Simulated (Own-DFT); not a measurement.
# Which defects push the lattice out? C11b WSi2

Source: density functional calculations with Own-DFT, an unreviewed in-house program that is no longer used. Nothing was measured or relaxed, and spin and spin-orbit coupling are left out.

All runs used: PBE; PseudoDojo norm-conserving scalar-relativistic files; cutoff 50 hartree; 5 x 5 x 5 k mesh centred on Gamma; cold (Marzari-Vanderbilt) smearing of 0.2 eV.

Keep in mind: forces on such cells failed a check on a denser k mesh; stress not checked against mesh or cutoff.

All runs share one cell, with vectors in Å (-2.148, -5.953, 3.409); (-6.444, 2.976, 1.136); (-2.553, -2.948, -6.757) and a volume of 403.2 Å³. Atoms were moved at random from their sites; u is the rms move along one axis. The defect's site can differ from row to row.

| cell | formula | u (Å) | P (GPa) |
|---|---|---|---|
| no defect | Si20W10 | 0.0169 | 4.28 |
| no defect | Si20W10 | 0.0219 | 4.61 |
| no defect | Si20W10 | 0.0511 | 5.65 |
| one W on a Si site | Si19W11 | 0.0297 | 9.55 |
| one W on a Si site | Si19W11 | 0.0448 | 10.47 |
| one W on a Si site | Si19W11 | 0.0496 | 11.15 |
| one W vacancy | Si20W9 | 0.0295 | 3.74 |
| one W vacancy | Si20W9 | 0.0308 | 3.44 |
| one W vacancy | Si20W9 | 0.0433 | ? |
| one W vacancy | Si20W9 | 0.0437 | 4.51 |
| one Si on a W site | Si21W9 | 0.0302 | 6.06 |
| one Si on a W site | Si21W9 | 0.0481 | 7.18 |
| one Si on a W site | Si21W9 | 0.0540 | 8.24 |
| one Si vacancy | Si19W10 | 0.0259 | 2.91 |
| one Si vacancy | Si19W10 | 0.0455 | 3.76 |
| one Si vacancy | Si19W10 | 0.0462 | 3.97 |

## Worked fit

P = P0 + c u² + a shift for each defect gives P0 = 3.97 GPa, c = 776 ± 89 GPa/Å² and a scatter of 0.27 GPa. The shifts, and each times the cell's volume:

- one W on a Si site: 5.03 ± 0.22 GPa, 12.7 eV
- one Si on a W site: 1.60 ± 0.23 GPa, 4.0 eV
- one W vacancy: -1.04 ± 0.22 GPa, -2.6 eV
- one Si vacancy: -1.69 ± 0.22 GPa, -4.3 eV

Positive is outwards. The product with the volume (160.2 GPa Å³ to the eV) is nearly free of the cell's size; divided by the bulk modulus at the cell's pressure it gives the volume that the defect adds. The atoms around the defects weren't relaxed, which would change these numbers.

## Test on the hidden row

Question: what pressure belongs in the blank (one W vacancy, u = 0.0433 Å)?

The fitted form gives 4.38 ± 0.31 GPa. The run itself gave 4.64 GPa.
